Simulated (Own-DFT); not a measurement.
# What a change of functional does to the pressure

These are calculations, not measurements. They come from Own-DFT, an in-house plane-wave density functional program, since retired, whose code no person has reviewed. Each row is one single-point run on a periodic cell that was not relaxed, without spin or spin-orbit coupling.

Known limits, some of them of some rows only: not probed for a lower state with spin; forces on such cells failed a check on a denser k mesh; forces on such cells moved up to 12 meV/angstrom on a denser k mesh; forces on such cells passed a denser k mesh, each cell not checked; stress not checked against mesh or cutoff.

Each cell was run twice at the same cutoff, k mesh and smearing, with PBE and with PBEsol, on PseudoDojo norm-conserving files made for PBE. Atoms were moved at random from their sites; u is the rms move along one axis. Files made for PBEsol would give a somewhat different change.

```
                                               cell  atoms  volume (Å³/atom)  u (Å)  cutoff (hartree)  P with PBE (GPa)  P with PBEsol (GPa)  change (GPa)
 C40 NbSi2 with two Nb on a Si site each (Nb14Si22)     36             14.64  0.030                42              7.46                 3.41         -4.05
 C40 NbSi2 with two Nb on a Si site each (Nb14Si22)     36             14.64  0.049                42              8.66                 4.60         -4.06
 C40 NbSi2 with two Nb on a Si site each (Nb14Si22)     36             14.64  0.027                42              7.56                 3.51         -4.05
                               C49 TiSi2 (Si40Ti20)     60             13.61  0.047                42              9.73                 6.24         -3.49
                               C49 TiSi2 (Si40Ti20)     60             14.18  0.092                42              6.89                 3.57         -3.31
                               C49 TiSi2 (Si40Ti20)     60             13.95  0.051                42              5.38                 1.98         -3.39
      diamond-structure SiGe in clusters (Ge16Si48)     64             20.66  0.066                42              3.50                 1.71         -1.79
      diamond-structure SiGe in clusters (Ge16Si48)     64             20.66  0.062                42              3.09                 1.30         -1.79
      diamond-structure SiGe in clusters (Ge16Si48)     64             20.66  0.031                42              2.52                    ?             ?
diamond-structure SiGe in ordered layers (Ge48Si16)     64             21.97  0.029                42              3.39                 0.69         -2.71
diamond-structure SiGe in ordered layers (Ge48Si16)     64             21.97  0.060                42              3.87                 1.17         -2.71
diamond-structure SiGe in ordered layers (Ge48Si16)     64             21.97  0.055                42              3.92                 1.21         -2.71
```

## Worked reading

Mean change of pressure by composition, in GPa: Nb7Si11, -4.05; Si2Ti, -3.40; Ge3Si, -2.71; GeSi3, -1.79. At a fixed cell PBEsol gives the lower pressure, because it favours a smaller volume than PBE. Here the change varies more between materials than between cells of one material.

## Withheld value

Question: what PBEsol pressure should the Ge16Si48 cell with the blank give?

Adding the mean change of the cells with its composition, -1.79 GPa, to 2.52 gives 0.7 GPa. The calculation gave 0.72 GPa.
